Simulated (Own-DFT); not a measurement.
## Calculated data, Si₄SnGe₁₁ (diamond-structure random alloy, strained, atoms displaced)

All values are calculated (Own-DFT development build). A calculation, not a measurement: plane-wave density functional theory by an unreviewed code, no spin, of a simulated periodic cell, stress positive in tension, run twice, with PBE and with PBEsol, both on files made for PBE, so the change isn't that of files made for PBEsol, forces on such cells moved up to 12 meV/angstrom on a denser k mesh; the far tail of each file's local potential was reset to the Coulomb form; each entry is a single point on an unrelaxed cell, so the pressure reflects the starting lattice, mostly measured values (interpolated for alloys), from which strain is counted, and rises with the displacements; printed positions are rounded, which can move forces by about a meV/angstrom; the program, named Own-DFT, is a retired in-house code; no spin-orbit coupling; stress was not checked against mesh or cutoff.

Settings shared by all entries: functional PBE, then PBEsol; potential files PseudoDojo norm-conserving, scalar-relativistic, standard set; wave cutoff 49 hartree; occupations Fermi-Dirac; smearing width 0.1 eV; k mesh 3 x 3 x 3 centred on Gamma.

(1) Si₄SnGe₁₁ (diamond-structure random alloy, strained, atoms displaced)

```cif
# cell vector a (Å): 10.9672 0.0000 0.0000
# cell vector b (Å): 0.0000 10.9672 0.0000
# cell vector c (Å): 0.0000 0.0000 11.3064
data_Si4SnGe11
_symmetry_space_group_name_H-M 'P 1'
_symmetry_Int_Tables_number 1
_cell_length_a 10.9672
_cell_length_b 10.9672
_cell_length_c 11.3064
_cell_angle_alpha 90.000
_cell_angle_beta 90.000
_cell_angle_gamma 90.000
_cell_volume 1359.93
loop_
_atom_site_label
_atom_site_type_symbol
_atom_site_fract_x
_atom_site_fract_y
_atom_site_fract_z
_atom_site_occupancy
Si1 Si 0.00362 0.00351 0.00460 1
Ge1 Ge 0.00688 0.25436 0.24718 1
Ge2 Ge 0.25415 0.00195 0.24781 1
Si2 Si 0.25023 0.25098 0.00608 1
Ge3 Ge 0.12767 0.13287 0.12749 1
Ge4 Ge 0.11986 0.37544 0.37118 1
Ge5 Ge 0.37926 0.13728 0.37109 1
Ge6 Ge 0.38214 0.37304 0.12498 1
Ge7 Ge 0.00152 0.00057 0.50021 1
Ge8 Ge 0.99898 0.25395 0.75405 1
Ge9 Ge 0.24447 0.99685 0.74326 1
Ge10 Ge 0.25841 0.25388 0.50062 1
Ge11 Ge 0.12291 0.12319 0.62694 1
Si3 Si 0.12702 0.38063 0.87531 1
Ge12 Ge 0.37015 0.12987 0.87362 1
Ge13 Ge 0.37529 0.37522 0.62038 1
Si4 Si 0.00777 0.49424 0.99727 1
Ge14 Ge 0.99703 0.74581 0.25626 1
Si5 Si 0.25251 0.49850 0.25342 1
Sn1 Sn 0.24199 0.74800 0.99654 1
Ge15 Ge 0.12736 0.62310 0.13331 1
Ge16 Ge 0.12586 0.87771 0.38267 1
Ge17 Ge 0.36873 0.62234 0.37222 1
Ge18 Ge 0.37676 0.87452 0.12089 1
Ge19 Ge 0.99708 0.49904 0.50086 1
Ge20 Ge 0.00442 0.75791 0.74506 1
Si6 Si 0.24734 0.50677 0.74658 1
Si7 Si 0.25245 0.74555 0.49422 1
Sn2 Sn 0.12699 0.63050 0.61864 1
Ge21 Ge 0.12839 0.86725 0.87535 1
Ge22 Ge 0.36974 0.61433 0.87254 1
Si8 Si 0.37881 0.87594 0.62425 1
Ge23 Ge 0.49781 0.98583 0.99963 1
Ge24 Ge 0.49590 0.25376 0.23998 1
Ge25 Ge 0.74514 0.99333 0.25316 1
Ge26 Ge 0.74758 0.25300 0.00043 1
Ge27 Ge 0.62699 0.12609 0.12582 1
Si9 Si 0.62297 0.37824 0.37344 1
Si10 Si 0.87257 0.12698 0.38281 1
Ge28 Ge 0.87838 0.37258 0.12460 1
Si11 Si 0.50165 0.00571 0.49875 1
Ge29 Ge 0.50265 0.24933 0.74659 1
Si12 Si 0.75407 0.00378 0.73164 1
Ge30 Ge 0.75744 0.23982 0.49825 1
Ge31 Ge 0.62433 0.12768 0.63040 1
Si13 Si 0.63455 0.36552 0.87311 1
Ge32 Ge 0.87517 0.12610 0.87325 1
Ge33 Ge 0.87371 0.37296 0.62289 1
Ge34 Ge 0.49530 0.50254 0.99880 1
Ge35 Ge 0.49773 0.74786 0.25263 1
Ge36 Ge 0.75114 0.49185 0.24862 1
Ge37 Ge 0.74499 0.74863 0.99930 1
Ge38 Ge 0.62970 0.62852 0.12607 1
Ge39 Ge 0.62725 0.87634 0.37531 1
Ge40 Ge 0.87441 0.63106 0.38397 1
Ge41 Ge 0.87710 0.86927 0.12248 1
Si14 Si 0.49902 0.50204 0.50462 1
Si15 Si 0.50849 0.74083 0.74775 1
Sn3 Sn 0.74290 0.49939 0.74656 1
Ge42 Ge 0.74611 0.75304 0.50164 1
Sn4 Sn 0.62641 0.63212 0.62752 1
Ge43 Ge 0.62236 0.87121 0.88819 1
Si16 Si 0.86927 0.63219 0.87208 1
Ge44 Ge 0.87634 0.86910 0.62269 1
```

* PBE pressure: 10.4 GPa
* PBE stress xx: -11.07 GPa
* PBE stress yy: -11.13 GPa
* PBE stress zz: -8.99 GPa
* PBE stress yz: 0.74 GPa
* PBE stress xz: 0.58 GPa
* PBE stress xy: 1.2 GPa
* PBEsol pressure: 7.39 GPa
* PBEsol stress xx: -8.06 GPa
* PBEsol stress yy: -8.12 GPa
* PBEsol stress zz: -5.99 GPa
* PBEsol stress yz: 0.71 GPa
* PBEsol stress xz: 0.57 GPa
* PBEsol stress xy: 1.15 GPa
* rms change of force components from PBE to PBEsol: 0.057 eV/Å

Force:
```csv
force element,PBE force x (eV/Å),PBE force y (eV/Å),PBE force z (eV/Å),PBEsol force x (eV/Å),PBEsol force y (eV/Å),PBEsol force z (eV/Å)
Si,-0.098,-0.319,-0.654,-0.094,-0.314,-0.641
Ge,-1.774,-1.116,0.845,-1.685,-1.045,0.788
Ge,-0.158,-0.008,0.576,-0.158,0.003,0.552
Si,-0.02,0.886,-1.148,0.018,0.831,-1.081
Ge,0.096,-1.226,-0.633,0.091,-1.187,-0.529
Ge,1.342,0.694,0.9,1.264,0.647,0.899
Ge,0.061,-1.502,0.344,0.026,-1.419,0.293
Ge,-2.137,1.333,-0.733,-1.996,1.288,-0.7
Ge,-0.844,0.453,0.057,-0.776,0.396,0.09
Ge,0.7,0.216,-0.091,0.629,0.169,-0.133
Ge,1.03,-0.297,0.715,0.953,-0.25,0.727
Ge,-1.892,-0.627,-0.438,-1.822,-0.605,-0.43
Ge,0.092,1.077,-0.413,0.09,1.024,-0.39
Si,0.882,-0.57,-0.211,0.852,-0.616,-0.261
Ge,0.089,-0.867,0.262,0.12,-0.882,0.212
Ge,0.29,1.137,1.334,0.271,1.027,1.291
Si,-1.171,1.445,0.223,-1.177,1.44,0.306
Ge,0.581,0.714,-0.19,0.559,0.691,-0.182
Si,-0.251,-0.753,-0.706,-0.243,-0.736,-0.691
Sn,2.042,-1.494,1.578,1.99,-1.455,1.531
Ge,-1.264,-1.702,0.602,-1.235,-1.586,0.583
Ge,0.641,-0.472,-1.18,0.578,-0.423,-1.168
Ge,0.898,-0.413,0.635,0.914,-0.364,0.583
Ge,-0.119,-0.149,1.781,-0.103,-0.128,1.725
Ge,-0.7,-0.994,-0.973,-0.694,-0.964,-0.953
Ge,-1.801,-0.272,1.964,-1.723,-0.229,1.869
Si,0.737,-2.498,0.894,0.763,-2.413,0.84
Si,1.756,2.491,-0.507,1.688,2.412,-0.55
Sn,-0.171,-0.589,0.314,-0.273,-0.573,0.313
Ge,-2.63,3.857,-1.748,-2.531,3.721,-1.748
Ge,1.32,0.562,-1.359,1.302,0.55,-1.234
Si,0.34,-0.666,-0.411,0.29,-0.622,-0.356
Ge,-0.179,3.179,0.051,-0.164,3.058,0.055
Ge,2.049,-0.331,1.666,1.946,-0.347,1.577
Ge,1.664,1.317,-0.57,1.574,1.238,-0.576
Ge,0.702,-0.808,0.15,0.728,-0.83,0.198
Ge,-0.479,-0.872,-0.382,-0.474,-0.842,-0.365
Si,-0.232,-0.668,0.602,-0.19,-0.689,0.546
Si,1.408,-1.37,-2.343,1.382,-1.349,-2.286
Ge,0.335,0.46,-0.788,0.291,0.414,-0.719
Si,-0.31,-0.268,0.164,-0.261,-0.216,0.117
Ge,-0.494,0.807,1.149,-0.504,0.738,1.069
Si,-0.04,-0.854,2.53,-0.033,-0.827,2.468
Ge,-1.924,1.841,0.411,-1.884,1.817,0.497
Ge,0.02,-0.741,-1.57,0.009,-0.637,-1.529
Si,-2.697,0.163,1.151,-2.652,0.155,1.131
Ge,-0.301,-0.992,0.197,-0.287,-0.886,0.182
Ge,0.941,-0.924,-0.675,0.922,-0.902,-0.659
Ge,1.771,-0.822,-0.291,1.681,-0.777,-0.253
Ge,0.231,0.232,-0.165,0.23,0.223,-0.169
Ge,0.087,1.083,0.684,0.119,1.081,0.612
Ge,1.504,-0.294,0.149,1.401,-0.24,0.188
Ge,-0.806,-1.014,0.388,-0.785,-0.973,0.368
Ge,-1.513,-0.098,0.746,-1.421,-0.125,0.684
Ge,-0.709,-1.206,-0.828,-0.671,-1.164,-0.798
Ge,0.13,0.742,0.18,0.081,0.678,0.216
Si,-0.492,-0.734,-1.973,-0.527,-0.688,-1.897
Si,-3.817,3.499,3.279,-3.719,3.409,3.273
Sn,2.945,-2.045,2.693,2.889,-1.991,2.525
Ge,1.39,1.258,-1.589,1.374,1.221,-1.551
Sn,-1.673,-0.049,-3.631,-1.516,-0.066,-3.574
Ge,0.731,0.146,-3.658,0.702,0.131,-3.455
Si,2.073,-0.216,0.902,2.003,-0.174,0.862
Ge,-0.181,1.246,-0.26,-0.129,1.173,-0.292
```

(2) Si₄SnGe₁₁ (diamond-structure random alloy, strained, atoms displaced)

```cif
# cell vector a (Å): 10.9672 0.0000 0.0000
# cell vector b (Å): 0.0000 10.9672 0.0000
# cell vector c (Å): 0.0000 0.0000 11.3064
data_Si4SnGe11
_symmetry_space_group_name_H-M 'P 1'
_symmetry_Int_Tables_number 1
_cell_length_a 10.9672
_cell_length_b 10.9672
_cell_length_c 11.3064
_cell_angle_alpha 90.000
_cell_angle_beta 90.000
_cell_angle_gamma 90.000
_cell_volume 1359.93
loop_
_atom_site_label
_atom_site_type_symbol
_atom_site_fract_x
_atom_site_fract_y
_atom_site_fract_z
_atom_site_occupancy
Ge1 Ge 0.00014 0.00550 0.00324 1
Ge2 Ge 0.99891 0.25273 0.25284 1
Ge3 Ge 0.24948 0.99443 0.24960 1
Si1 Si 0.25011 0.25452 0.00164 1
Ge4 Ge 0.12910 0.12443 0.12227 1
Ge5 Ge 0.12361 0.37716 0.37383 1
Ge6 Ge 0.37248 0.12356 0.38205 1
Ge7 Ge 0.37162 0.38532 0.12927 1
Ge8 Ge 0.00092 0.00349 0.49078 1
Sn1 Sn 0.99773 0.24707 0.75428 1
Ge9 Ge 0.24751 0.00265 0.74759 1
Si2 Si 0.24518 0.24504 0.49396 1
Si3 Si 0.12713 0.13101 0.62443 1
Ge10 Ge 0.12385 0.37535 0.87718 1
Ge11 Ge 0.37150 0.12453 0.87846 1
Si4 Si 0.37854 0.37325 0.62626 1
Ge12 Ge 0.00123 0.50299 0.00065 1
Ge13 Ge 0.99745 0.74830 0.25023 1
Ge14 Ge 0.25764 0.50557 0.25279 1
Ge15 Ge 0.25912 0.74820 0.00448 1
Ge16 Ge 0.12723 0.63073 0.12614 1
Ge17 Ge 0.12538 0.87974 0.37948 1
Ge18 Ge 0.37506 0.62720 0.37927 1
Ge19 Ge 0.37577 0.87190 0.12098 1
Ge20 Ge 0.00619 0.50356 0.49843 1
Ge21 Ge 0.00052 0.74379 0.74908 1
Ge22 Ge 0.24892 0.49976 0.74101 1
Si5 Si 0.24936 0.75036 0.49906 1
Si6 Si 0.12269 0.62164 0.62214 1
Si7 Si 0.11736 0.87091 0.88272 1
Si8 Si 0.37439 0.62588 0.86589 1
Ge23 Ge 0.37391 0.86533 0.62219 1
Ge24 Ge 0.49605 0.00862 0.00371 1
Si9 Si 0.50808 0.24616 0.24300 1
Ge25 Ge 0.74244 0.99639 0.26021 1
Ge26 Ge 0.74895 0.25126 0.99836 1
Ge27 Ge 0.62729 0.12049 0.12082 1
Ge28 Ge 0.62393 0.37313 0.37224 1
Ge29 Ge 0.86416 0.12387 0.37718 1
Ge30 Ge 0.87671 0.36743 0.12101 1
Sn2 Sn 0.49586 0.99415 0.50299 1
Ge31 Ge 0.50220 0.24413 0.75087 1
Ge32 Ge 0.74807 0.99625 0.75300 1
Ge33 Ge 0.74591 0.24882 0.50532 1
Si10 Si 0.62172 0.12538 0.62224 1
Ge34 Ge 0.62823 0.37854 0.87493 1
Ge35 Ge 0.88373 0.12006 0.87902 1
Si11 Si 0.87590 0.37006 0.63407 1
Ge36 Ge 0.50574 0.49034 0.00997 1
Ge37 Ge 0.50124 0.75590 0.24561 1
Si12 Si 0.74202 0.50074 0.24560 1
Ge38 Ge 0.74722 0.75128 0.99699 1
Ge39 Ge 0.62568 0.62672 0.12684 1
Si13 Si 0.62064 0.86852 0.37156 1
Sn3 Sn 0.86913 0.62903 0.37204 1
Ge40 Ge 0.87961 0.88093 0.12369 1
Si14 Si 0.50100 0.49874 0.49941 1
Si15 Si 0.49561 0.75592 0.74680 1
Ge41 Ge 0.75689 0.50096 0.74712 1
Ge42 Ge 0.75632 0.75332 0.49853 1
Ge43 Ge 0.62880 0.62158 0.62326 1
Si16 Si 0.62576 0.87797 0.87841 1
Ge44 Ge 0.87929 0.62635 0.88463 1
Sn4 Sn 0.87241 0.87525 0.63117 1
```

- PBE pressure: 9.79 GPa
- PBE stress xx: -10.52 GPa
- PBE stress yy: -10.55 GPa
- PBE stress zz: -8.3 GPa
- PBE stress yz: -0.15 GPa
- PBE stress xz: -0.08 GPa
- PBE stress xy: 0.36 GPa
- PBEsol pressure: 6.8 GPa
- PBEsol stress xx: -7.52 GPa
- PBEsol stress yy: -7.55 GPa
- PBEsol stress zz: -5.32 GPa
- PBEsol stress yz: -0.14 GPa
- PBEsol stress xz: -0.07 GPa
- PBEsol stress xy: 0.35 GPa
- rms change of force components from PBE to PBEsol: 0.053 eV/Å

Force:
```csv
force element,PBE force x (eV/Å),PBE force y (eV/Å),PBE force z (eV/Å),PBEsol force x (eV/Å),PBEsol force y (eV/Å),PBEsol force z (eV/Å)
Ge,0.859,-1.064,-0.098,0.788,-0.993,-0.063
Ge,-0.142,-0.964,-0.186,-0.139,-0.924,-0.191
Ge,0.45,0.546,-0.061,0.428,0.525,-0.055
Si,0.222,0.223,0.127,0.213,0.219,0.121
Ge,0.186,0.737,0.681,0.137,0.668,0.693
Ge,0.943,-0.209,0.101,0.874,-0.167,0.065
Ge,-0.484,1.454,-2.672,-0.464,1.334,-2.604
Ge,0.488,-2.476,-0.06,0.49,-2.328,-0.053
Ge,0.281,1.157,1.359,0.245,1.087,1.275
Sn,1.072,0.032,-0.685,1.048,0.019,-0.547
Ge,-0.613,-1.02,0.366,-0.529,-0.991,0.366
Si,0.374,1.198,1.185,0.378,1.184,1.068
Si,0.696,-1.252,-1.623,0.643,-1.279,-1.539
Ge,1.586,1.154,0.809,1.493,1.156,0.755
Ge,-0.404,0.691,-0.331,-0.344,0.634,-0.351
Si,-0.29,-0.449,-1.077,-0.293,-0.451,-0.972
Ge,0.468,-0.567,0.861,0.448,-0.55,0.82
Ge,1.756,1.95,-1.174,1.709,1.9,-1.151
Ge,-1.528,0.205,0.327,-1.48,0.201,0.306
Ge,-1.048,-0.416,-2,-1.023,-0.39,-1.853
Ge,0.137,-0.596,0.201,0.135,-0.574,0.202
Ge,0.248,-1.354,-0.73,0.202,-1.264,-0.75
Ge,0.78,0.414,0.267,0.748,0.393,0.174
Ge,0.311,1.161,0.641,0.297,1.12,0.631
Ge,-0.786,-1.331,1.248,-0.766,-1.306,1.134
Ge,1.514,-0.745,1.355,1.392,-0.72,1.326
Ge,0.297,-0.035,0.601,0.25,-0.065,0.623
Si,-0.883,-0.574,0.37,-0.826,-0.515,0.321
Si,0.844,0.908,-0.061,0.786,0.846,-0.021
Si,1.052,0.2,-0.6,1.027,0.196,-0.581
Si,0.713,-0.379,0.717,0.649,-0.419,0.745
Ge,-1.882,-0.531,1.65,-1.821,-0.434,1.59
Ge,0.358,-1.518,-0.784,0.323,-1.445,-0.727
Si,-1.421,0.252,0.722,-1.383,0.247,0.706
Ge,0.269,-0.349,-1.305,0.311,-0.287,-1.308
Ge,0.367,-0.778,-0.468,0.369,-0.754,-0.453
Ge,0.434,0.585,0.917,0.437,0.538,0.848
Ge,-0.281,0.2,-0.106,-0.24,0.158,-0.065
Ge,0.844,0.687,-0.228,0.819,0.656,-0.214
Ge,-0.478,1.432,0.705,-0.439,1.358,0.652
Sn,1.325,0.013,-0.501,1.19,0.006,-0.491
Ge,-0.171,0.666,-0.051,-0.17,0.65,0.024
Ge,-1.699,2.314,1.43,-1.569,2.248,1.38
Ge,0.345,0.76,0.335,0.341,0.732,0.242
Si,1.154,0.22,1.615,1.136,0.222,1.587
Ge,-0.179,-0.368,-0.575,-0.169,-0.372,-0.535
Ge,-3.035,-0.87,0.83,-2.944,-0.844,0.82
Si,-0.981,1.662,-2.714,-0.973,1.635,-2.665
Ge,-0.566,1.728,-1.765,-0.524,1.656,-1.679
Ge,-0.268,-0.895,0.556,-0.299,-0.906,0.479
Si,0.405,-1.496,-0.567,0.39,-1.469,-0.563
Ge,0.189,0.536,0.542,0.231,0.473,0.567
Ge,-0.058,-0.015,-0.273,-0.1,0.02,-0.305
Si,0.993,-0.496,0.345,0.977,-0.493,0.338
Sn,0.143,-2.312,-0.437,0.195,-2.19,-0.374
Ge,-1.07,-0.426,0.662,-1.029,-0.419,0.645
Si,-0.235,-0.358,0.346,-0.181,-0.309,0.296
Si,1.234,-1.005,1.102,1.215,-0.965,0.99
Ge,0.018,0.183,0.732,-0.029,0.216,0.751
Ge,-3.597,0.416,0.22,-3.46,0.371,0.247
Ge,-0.83,0.751,-0.018,-0.732,0.733,-0.013
Si,-1.37,-0.134,-0.452,-1.301,-0.094,-0.403
Ge,-0.63,-0.042,-1.297,-0.609,-0.042,-1.258
Sn,1.573,0.587,-1.026,1.518,0.556,-1.003
```

(3) Si₄SnGe₁₁ (diamond-structure random alloy, strained, atoms displaced)

```cif
# cell vector a (Å): 10.9672 0.0000 0.0000
# cell vector b (Å): 0.0000 10.9672 0.0000
# cell vector c (Å): 0.0000 0.0000 11.3064
data_Si4SnGe11
_symmetry_space_group_name_H-M 'P 1'
_symmetry_Int_Tables_number 1
_cell_length_a 10.9672
_cell_length_b 10.9672
_cell_length_c 11.3064
_cell_angle_alpha 90.000
_cell_angle_beta 90.000
_cell_angle_gamma 90.000
_cell_volume 1359.93
loop_
_atom_site_label
_atom_site_type_symbol
_atom_site_fract_x
_atom_site_fract_y
_atom_site_fract_z
_atom_site_occupancy
Ge1 Ge 0.99712 0.99867 0.99264 1
Si1 Si 0.99887 0.25251 0.25081 1
Ge2 Ge 0.24678 0.99820 0.25351 1
Ge3 Ge 0.24402 0.24775 0.99886 1
Ge4 Ge 0.12184 0.12369 0.12628 1
Ge5 Ge 0.12499 0.36900 0.37472 1
Si2 Si 0.37171 0.11530 0.37560 1
Ge6 Ge 0.37318 0.38212 0.12669 1
Ge7 Ge 0.00745 0.99660 0.49588 1
Ge8 Ge 0.00086 0.24311 0.75564 1
Si3 Si 0.24412 0.99786 0.75593 1
Ge9 Ge 0.25243 0.24882 0.50003 1
Si4 Si 0.12192 0.12678 0.63236 1
Ge10 Ge 0.11459 0.36962 0.88037 1
Si5 Si 0.37180 0.13007 0.87325 1
Ge11 Ge 0.37702 0.37708 0.63184 1
Ge12 Ge 0.99987 0.49457 0.00471 1
Si6 Si 0.00120 0.75072 0.24744 1
Sn1 Sn 0.24843 0.50157 0.25220 1
Ge13 Ge 0.24047 0.75505 0.99578 1
Sn2 Sn 0.12801 0.62590 0.12758 1
Ge14 Ge 0.13027 0.87253 0.38276 1
Ge15 Ge 0.38160 0.63264 0.37108 1
Ge16 Ge 0.37015 0.87306 0.12995 1
Ge17 Ge 0.00309 0.50019 0.49507 1
Ge18 Ge 0.00336 0.75304 0.75463 1
Si7 Si 0.24457 0.49021 0.74730 1
Si8 Si 0.25511 0.74657 0.50241 1
Ge19 Ge 0.12158 0.62536 0.62207 1
Ge20 Ge 0.13337 0.87651 0.87450 1
Ge21 Ge 0.37842 0.62867 0.88342 1
Ge22 Ge 0.36963 0.87040 0.62607 1
Si9 Si 0.50806 0.00120 0.00147 1
Ge23 Ge 0.50508 0.24650 0.25486 1
Ge24 Ge 0.74928 0.99587 0.25026 1
Ge25 Ge 0.75284 0.24769 0.99646 1
Ge26 Ge 0.63180 0.12434 0.12349 1
Sn3 Sn 0.62387 0.37064 0.36998 1
Si10 Si 0.87752 0.13131 0.38035 1
Si11 Si 0.87486 0.37462 0.12102 1
Ge27 Ge 0.49469 0.00274 0.50610 1
Si12 Si 0.49697 0.25466 0.74258 1
Si13 Si 0.75773 0.99201 0.75299 1
Ge28 Ge 0.75938 0.24890 0.50697 1
Ge29 Ge 0.62325 0.12422 0.62035 1
Ge30 Ge 0.62920 0.37083 0.88051 1
Ge31 Ge 0.87722 0.12732 0.87595 1
Ge32 Ge 0.86440 0.37650 0.62473 1
Ge33 Ge 0.49974 0.50187 0.00149 1
Ge34 Ge 0.50214 0.74244 0.25459 1
Si14 Si 0.74242 0.50213 0.24709 1
Ge35 Ge 0.74535 0.73982 0.99777 1
Sn4 Sn 0.62056 0.62588 0.12289 1
Si15 Si 0.62736 0.87164 0.37528 1
Si16 Si 0.86957 0.62521 0.36972 1
Ge36 Ge 0.87908 0.87466 0.11965 1
Ge37 Ge 0.50129 0.49357 0.50402 1
Ge38 Ge 0.49507 0.75274 0.74706 1
Ge39 Ge 0.75256 0.49881 0.75274 1
Ge40 Ge 0.74802 0.75203 0.50141 1
Ge41 Ge 0.62439 0.62211 0.62238 1
Ge42 Ge 0.63006 0.87738 0.87876 1
Ge43 Ge 0.87557 0.62992 0.87427 1
Ge44 Ge 0.87772 0.87634 0.61780 1
```

* PBE pressure: 10.15 GPa
* PBE stress xx: -10.77 GPa
* PBE stress yy: -10.96 GPa
* PBE stress zz: -8.72 GPa
* PBE stress yz: 0.14 GPa
* PBE stress xz: 0.55 GPa
* PBE stress xy: -0.16 GPa
* PBEsol pressure: 7.15 GPa
* PBEsol stress xx: -7.77 GPa
* PBEsol stress yy: -7.94 GPa
* PBEsol stress zz: -5.73 GPa
* PBEsol stress yz: 0.14 GPa
* PBEsol stress xz: 0.52 GPa
* PBEsol stress xy: -0.14 GPa
* rms change of force components from PBE to PBEsol: 0.057 eV/Å

Force:
```csv
force element,PBE force x (eV/Å),PBE force y (eV/Å),PBE force z (eV/Å),PBEsol force x (eV/Å),PBEsol force y (eV/Å),PBEsol force z (eV/Å)
Ge,0.756,0.028,0.67,0.729,0.029,0.654
Si,-0.75,-0.318,-0.333,-0.648,-0.309,-0.329
Ge,0.018,0.233,-0.13,-0.019,0.176,-0.162
Ge,1.005,0.175,0.444,0.917,0.204,0.467
Ge,-0.457,-0.046,0.228,-0.401,-0.075,0.18
Ge,-0.946,-0.846,0.863,-0.876,-0.773,0.887
Si,0.382,1.039,-0.056,0.372,1.019,-0.055
Ge,1.407,-2.661,-1.357,1.369,-2.568,-1.32
Ge,-0.614,1.729,0.693,-0.594,1.597,0.671
Ge,-0.589,1.087,-1.404,-0.616,1.086,-1.285
Si,1.242,1.379,-1.192,1.213,1.264,-1.16
Ge,0.061,-0.775,0.599,0.052,-0.684,0.573
Si,0.844,-0.853,-0.69,0.783,-0.794,-0.716
Ge,1.154,0.565,-0.932,1.085,0.51,-0.863
Si,0.834,-0.809,-0.188,0.78,-0.752,-0.138
Ge,-0.873,-0.01,-0.764,-0.838,0.002,-0.836
Ge,-1.437,0.223,-1.046,-1.349,0.241,-1.068
Si,-1.538,1.098,1.888,-1.472,1.121,1.816
Sn,1.955,-1.546,2.981,1.926,-1.513,2.898
Ge,2.5,0.102,0.161,2.436,0.098,0.159
Sn,-2.521,1.821,-2.216,-2.411,1.733,-2.225
Ge,-0.028,-1.274,-0.976,-0.035,-1.15,-0.954
Ge,-0.471,-0.876,2.965,-0.416,-0.877,2.824
Ge,1.005,0.291,-0.771,0.932,0.256,-0.711
Ge,-1.392,-0.012,-0.102,-1.315,-0.041,-0.067
Ge,-0.152,0.18,-0.872,-0.152,0.169,-0.844
Si,-0.19,1.262,1.178,-0.188,1.233,1.151
Si,-0.303,-0.258,-0.285,-0.293,-0.25,-0.284
Ge,0.928,-0.257,0.538,0.836,-0.258,0.523
Ge,-1.579,0.629,-0.426,-1.585,0.548,-0.358
Ge,-1.25,-0.487,-1.633,-1.185,-0.443,-1.558
Ge,-0.616,1.089,0.261,-0.517,1.058,0.268
Si,-1.471,0.298,-0.159,-1.401,0.259,-0.118
Ge,-3.1,-2.485,-2.528,-2.969,-2.381,-2.485
Ge,0.774,0.387,0.668,0.751,0.392,0.566
Ge,0.425,0.186,1.107,0.381,0.144,1.035
Ge,-0.68,-0.137,0.178,-0.617,-0.1,0.212
Sn,1.908,0.734,1.923,1.795,0.671,1.92
Si,0.431,-0.952,-0.963,0.383,-0.973,-0.893
Si,-0.573,-0.1,1.321,-0.564,-0.09,1.209
Ge,0.225,-1.169,-1.286,0.233,-1.136,-1.179
Si,0.845,-1.174,1.589,0.866,-1.11,1.506
Si,-0.581,1.039,-0.554,-0.561,1.013,-0.541
Ge,-0.787,-1.216,-0.749,-0.805,-1.141,-0.672
Ge,0.757,-0.034,1.706,0.733,-0.032,1.586
Ge,-1.262,0.374,-1.223,-1.183,0.397,-1.156
Ge,-0.872,-1.09,-0.705,-0.802,-1.019,-0.65
Ge,2.565,0.389,0.778,2.469,0.371,0.753
Ge,-1.118,-2.123,-1.569,-1.095,-2.047,-1.513
Ge,-0.294,3.422,0.421,-0.341,3.27,0.383
Si,3.298,-0.436,-0.014,3.159,-0.435,-0.019
Ge,1.93,2.54,-1.008,1.878,2.475,-0.998
Sn,0.453,-0.498,0.775,0.381,-0.44,0.7
Si,-0.849,0.643,0.288,-0.835,0.625,0.28
Si,0.44,0.108,-0.207,0.432,0.111,-0.121
Ge,-0.485,-0.648,0.481,-0.501,-0.587,0.424
Ge,-1.139,1.545,0.131,-1.1,1.505,0.136
Ge,1.064,-0.429,0.756,1.026,-0.424,0.733
Ge,-0.697,0.6,0.267,-0.671,0.577,0.252
Ge,0.261,-0.658,-0.728,0.263,-0.649,-0.629
Ge,-0.007,0.267,0.785,-0.01,0.259,0.759
Ge,-0.51,-0.146,-0.706,-0.483,-0.224,-0.678
Ge,0.554,-1.13,0.118,0.527,-1.094,0.116
Ge,0.109,-0.01,1.007,0.14,-0.042,0.942
```
